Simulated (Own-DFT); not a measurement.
# One host, several defects: zincblende GaAs

Everything here is calculated. The program is Own-DFT (plane waves, in-house, since retired, never reviewed by a person); positions were held fixed, and spin and spin-orbit coupling were off.

All runs used: PBE; PseudoDojo norm-conserving scalar-relativistic files; cutoff 42 hartree; 3 x 3 x 3 k mesh centred on Gamma; Fermi-Dirac smearing of 0.1 eV.

Known weak points (not all hold for every row): not probed for a lower state with spin; forces not confirmed at this smearing and k mesh; stress not checked against mesh or cutoff.

All runs share one cell, with vectors in Å (10.862, 0.000, 0.000); (0.000, 10.862, 0.000); (0.000, 0.000, 11.796) and a volume of 1391.7 Å³, strained against the parent crystal. u is the rms random offset of the atoms per axis. The defect's site can differ from row to row.

```
cell,formula,u (Å),P (GPa)
no defect,As32Ga32,0.0283,6.64
no defect,As32Ga32,0.0322,6.70
no defect,As32Ga32,0.0561,7.29
one As vacancy and one Ga vacancy,As31Ga31,0.0284,5.98
one As vacancy and one Ga vacancy,As31Ga31,0.0316,6.01
one As vacancy and one Ga vacancy,As31Ga31,0.0467,6.07
one Al on a Ga site,AlAs32Ga31,0.0271,6.64
one Al on a Ga site,AlAs32Ga31,0.0311,6.69
one Al on a Ga site,AlAs32Ga31,0.0480,7.00
one In on a Ga site,As32Ga31In,0.0301,7.34
one In on a Ga site,As32Ga31In,0.0306,7.42
one In on a Ga site,As32Ga31In,0.0326,7.43
one P on an As site,As31Ga32P,0.0281,?
one P on an As site,As31Ga32P,0.0288,6.38
one P on an As site,As31Ga32P,0.0475,6.80
one P on an As site,As31Ga32P,0.0512,6.85
```

## Analysis

P = P0 + c u² + a shift for each defect gives P0 = 6.48 GPa, c = 237 ± 26 GPa/Å² and a scatter of 0.07 GPa. The shifts, and each times the cell's volume:

- one In on a Ga site: 0.68 ± 0.06 GPa, 5.9 eV
- one Al on a Ga site: -0.03 ± 0.06 GPa, -0.2 eV (not resolved)
- one P on an As site: -0.26 ± 0.06 GPa, -2.3 eV
- one As vacancy and one Ga vacancy: -0.78 ± 0.06 GPa, -6.8 eV

A positive shift means that the defect pushes the cell outwards. Shift times volume (160.2 GPa Å³ is 1 eV) depends little on the cell's size, so, taken for each site, it can be compared between cells at like pressure. The atoms around the defects weren't relaxed, which would change these numbers.

## Withheld run

The question: what pressure belongs in the blank (one P on an As site, u = 0.0281 Å)?

The fitted form gives 6.41 ± 0.09 GPa. The hidden result is 6.36 GPa.
